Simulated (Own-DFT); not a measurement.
# How strain changes the stress of wurtzite AlGaN with randomly placed atoms, 96 atoms (Al12Ga36N48)

Calculated results; nothing here was measured. They come from Own-DFT, an in-house plane-wave density functional program, since retired, whose code no person has reviewed. Each row is one single-point run on a periodic cell that was not relaxed, without spin or spin-orbit coupling.

Settings of every run: PBE; PseudoDojo norm-conserving scalar-relativistic files (stringent for Ga); cutoff 96 hartree; 3 x 4 x 3 k mesh centred on Gamma; Gaussian smearing of 0.01 eV.

Known limits: k mesh not checked against a denser one; stress not checked against mesh or cutoff.

Unstrained cell vectors in Å: (12.679, 0.000, 0.000); (-4.755, 8.235, 0.000); (0.000, 0.000, 10.268). The unstrained cell has measured lattice constants (interpolated for alloys), not those of this functional. That, the random moves and any unrelaxed bonds set the pressure at no strain. Each run strains this cell uniformly, with the atoms carried along. Every atom was also moved at random, by a Gaussian of width 0.05 Å on each axis. The random placing of the alloy's atoms differs from row to row. Strain is the symmetric tensor, in per cent. Stress is positive in tension, and the pressure is minus a third of its trace.

| run | e_xx (%) | e_yy (%) | e_zz (%) | s_xx (GPa) | s_yy (GPa) | s_zz (GPa) | P (GPa) | E (meV/atom) |
|---|---|---|---|---|---|---|---|---|
| 1 | 2.75 | 2.75 | 0.00 | 5.31 | 6.41 | -3.81 | -2.64 | 14.7 |
| 2 | 2.25 | 2.25 | 0.00 | 5.25 | 2.87 | -5.24 | -0.96 | 9.5 |
| 3 | -3.00 | -3.00 | 0.00 | -25.60 | -26.88 | -12.82 | 21.77 | 82.5 |
| 4 | 0.50 | 0.50 | 0.00 | -5.07 | -3.73 | -6.83 | 5.21 | 10.2 |
| 5 | -2.50 | -2.50 | 0.00 | -23.03 | -24.67 | -10.00 | 19.23 | 71.2 |
| 6 | -0.50 | -0.50 | 0.00 | -9.29 | -8.95 | -8.80 | 9.01 | 10.1 |
| 7 | 0.75 | 0.75 | 0.00 | -2.13 | -3.33 | -6.69 | 4.05 | 7.6 |
| 8 | 3.00 | 3.00 | 0.00 | 7.52 | 7.15 | -2.87 | -3.93 | 0.0 |
| 9 | -0.25 | -0.25 | 0.00 | ? | ? | ? | ? | ? |

E is the free energy for each atom above the lowest run shown.

## Worked fit

The change of volume is close to e_xx + e_yy + e_zz. A straight line through the runs shown gives P = 8.28 - 211 x (fractional change of volume) GPa, with an error of 9 on the slope and a scatter of 1.04 GPa. The strain isn't the same on all axes and the cell isn't cubic, so the slope belongs to this path and is not the bulk modulus.

## Withheld run

Question: what pressure should run 9 give? Its volume changes by -0.50 %.

The line gives 9.3 GPa. The calculation gave 8.01 GPa.
